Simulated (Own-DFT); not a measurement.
# Hybrid less PBE against volume: monoclinic HfO2, 94 atoms (Hf32O62), with two O vacancies

All values are computed. Each geometry was run twice at fixed positions with Own-DFT, a retired in-house plane-wave program that no person has reviewed: with PBE, and with HSE06 (exact exchange share 0.25 at short range, screening 0.11 per bohr, Gygi-Baldereschi treatment of its divergence). Both used PseudoDojo norm-conserving files made for PBE, a cutoff of 48 hartree, the Gamma point alone, fixed occupations, a neutral cell and no spin. One k point on a cell 10.1 Å thick isn't converged, and results move with the size of the cell. The hafnium file keeps the 4f electrons in the core, and its forces lie about 75 meV/Å off all-electron values. The oxygen file's force components were 24 meV/Å off all-electron values in a glass.

Unstrained cell vectors in Å: (10.234, 0.000, 0.000); (0.000, 10.350, 0.000); (-1.695, 0.000, 10.445), volume V0 = 1106.4 Å³, from measured lattice constants. Each geometry has its own random strain of a few per cent, its own defect sites and random moves of rms u per axis. HSE06 gave the energy alone. D is its energy less that of PBE, over the lowest D shown. The PBE stress wasn't checked against mesh or cutoff.

```
run,V - V0 (Å³),u (Å),P with PBE (GPa),D (eV)
1,-7.6,0.0497,7.24,1.406
2,-24.3,0.0293,10.20,0.755
3,-21.1,0.0271,9.71,0.861
4,51.0,0.0292,-6.35,2.655
5,7.5,0.0300,3.08,1.573
6,20.5,0.0533,0.27,2.140
7,-13.7,0.0307,7.66,1.033
8,13.4,0.0298,1.64,1.739
9,-23.9,0.0493,11.60,0.921
10,-2.4,0.0300,4.07,1.338
11,9.2,0.0489,3.36,1.797
12,-54.5,0.0303,17.21,0.000
13,12.9,0.0502,3.40,?
```

## Working it out

D = 1.28 + 0.0254 (V - V0) + 116 u² eV, with an error of 0.0002 on the volume slope, 8 on the last term and a scatter of 0.02 eV. Pressure is -dE/dV, and 1 eV/Å³ is 160.2 GPa, so HSE06 changes the pressure by -4.1 ± 0.04 GPa. With the ions held to the strained lattice, the PBE pressure falls by 253 ± 7 GPa per unit of volume strain; the shape of the strain isn't fitted, so the true error is larger, and a relaxed crystal would be softer. On that slope HSE06's volume at a given pressure is about 1.6 % smaller, or 0.5 % in lengths. At u = 0 and V0 the PBE pressure is 4.3 GPa, which puts the zero-pressure volume, against the measured cell and with the defects in, at +1.7 % for PBE and +0.1 % for HSE06, each good to a few tenths of a per cent.

## The run left out

Question: what D should run 13 give?

Estimate: 1.90 eV, with rows scattering by 0.02. The calculation gave 1.870 eV.
